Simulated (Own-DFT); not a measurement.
# Strain and stress in diamond-structure SiGeSn with randomly placed atoms, 64 atoms (Ge52Si8Sn4)

All numbers below are calculated, not measured. The program, named Own-DFT, is a retired in-house plane-wave density functional code that no person has reviewed. Each row is one single-point run on a periodic cell that was not relaxed, without spin or spin-orbit coupling.

Settings of every run: PBE; PseudoDojo norm-conserving scalar-relativistic files; cutoff 49 hartree; 3 x 3 x 3 k mesh centred on Gamma; Fermi-Dirac smearing of 0.1 eV.

Known limits: forces on such cells moved up to 12 meV/angstrom on a denser k mesh; stress not checked against mesh or cutoff.

Unstrained cell vectors in Å: (11.363, 0.000, 0.000); (0.000, 11.363, 0.000); (0.000, 0.000, 11.363). The unstrained cell has measured lattice constants (interpolated for alloys), not those of this functional. That, the random moves and any unrelaxed bonds set the pressure at no strain. Each run strains this cell uniformly, with the atoms carried along. Every atom was also moved at random, by a Gaussian of width 0.05 Å on each axis. The random placing of the alloy's atoms differs from row to row. Strain is the symmetric tensor, in per cent. Stress is positive in tension, and the pressure is minus a third of its trace.

| run | e_xx (%) | e_yy (%) | e_zz (%) | s_xx (GPa) | s_yy (GPa) | s_zz (GPa) | P (GPa) | E (meV/atom) |
|---|---|---|---|---|---|---|---|---|
| 1 | -3.00 | -3.00 | 0.00 | -10.80 | -10.69 | -8.66 | 10.05 | 87.9 |
| 2 | 1.25 | 1.25 | 0.00 | -2.71 | -2.76 | -3.44 | 2.97 | 21.2 |
| 3 | -2.50 | -2.50 | 0.00 | -9.60 | -9.37 | -8.03 | 9.00 | 72.9 |
| 4 | 1.75 | 1.75 | 0.00 | -1.65 | -1.59 | -2.72 | 1.99 | 4.2 |
| 5 | 2.50 | 2.50 | 0.00 | -0.56 | -0.57 | -2.05 | 1.06 | 0.5 |
| 6 | -0.50 | -0.50 | 0.00 | -5.31 | -5.41 | -5.14 | 5.29 | 25.4 |
| 7 | 2.25 | 2.25 | 0.00 | -0.97 | -0.87 | -2.21 | 1.35 | 0.0 |
| 8 | -2.25 | -2.25 | 0.00 | -9.30 | -9.26 | -7.50 | 8.69 | 73.1 |
| 9 | 0.75 | 0.75 | 0.00 | ? | ? | ? | ? | ? |

E is the free energy for each atom above the lowest run shown.

## Worked fit

The change of volume is close to e_xx + e_yy + e_zz. A straight line through the runs shown gives P = 4.98 - 82 x (fractional change of volume) GPa, with an error of 2 on the slope and a scatter of 0.26 GPa. The strain isn't the same on all axes, but the crystal is cubic, so the slope still estimates the bulk modulus, averaged over pressures from 1.1 to 10.1 GPa.

## Withheld run

Question: what pressure should run 9 give? Its volume changes by 1.51 %.

The line gives 3.8 GPa. The calculation gave 3.47 GPa.
